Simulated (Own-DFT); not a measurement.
# Point defects and the pressure they add: grey tin

The numbers are computed, not measured, by runs of the plane-wave DFT program Own-DFT (in-house, retired, unreviewed) at fixed positions, with no spin and no spin-orbit coupling.

Common settings: PBE; PseudoDojo norm-conserving scalar-relativistic files; cutoff 42 hartree; 3 x 3 x 3 k mesh centred on Gamma; cold (Marzari-Vanderbilt) smearing of 0.2 eV.

Limits (not all hold for every row): not probed for a lower state with spin; forces on such cells moved up to 12 meV/angstrom on a denser k mesh; stress not checked against mesh or cutoff.

All runs share one cell, with vectors in Å (12.978, 0.000, 0.000); (0.000, 12.978, 0.000); (0.000, 0.000, 12.978) and a volume of 2185.9 Å³. Atoms were moved at random from their sites; u is the rms move along one axis. The defect's site can differ from row to row.

| cell | formula | u (Å) | P (GPa) |
|---|---|---|---|
| no defect | Sn64 | 0.0210 | 3.39 |
| no defect | Sn64 | 0.0220 | 3.39 |
| no defect | Sn64 | 0.0498 | 3.61 |
| two Sn vacancies | Sn62 | 0.0297 | 3.07 |
| two Sn vacancies | Sn62 | 0.0330 | ? |
| two Sn vacancies | Sn62 | 0.0481 | 3.32 |
| two Sn vacancies | Sn62 | 0.0518 | 3.33 |
| one Sn vacancy | Sn63 | 0.0284 | 3.24 |
| one Sn vacancy | Sn63 | 0.0294 | 3.20 |
| one Sn vacancy | Sn63 | 0.0497 | 3.42 |

## Analysis

P = P0 + c u² + a shift for each defect gives P0 = 3.32 GPa, c = 125 ± 11 GPa/Å² and a scatter of 0.03 GPa. The shifts, and each times the cell's volume:

- one Sn vacancy: -0.21 ± 0.02 GPa, -2.8 eV
- two Sn vacancies: -0.32 ± 0.03 GPa, -4.4 eV (-2.2 eV for each of its 2 sites)

Positive is outwards. The product with the volume (160.2 GPa Å³ to the eV) is nearly free of the cell's size; divided by the bulk modulus at the cell's pressure it gives the volume that the defect adds. The atoms around the defects weren't relaxed, which would change these numbers.

## The run left out

Question: what pressure belongs in the blank (two Sn vacancies, u = 0.0330 Å)?

Estimate: 3.13 ± 0.03 GPa. The run itself gave 3.20 GPa.
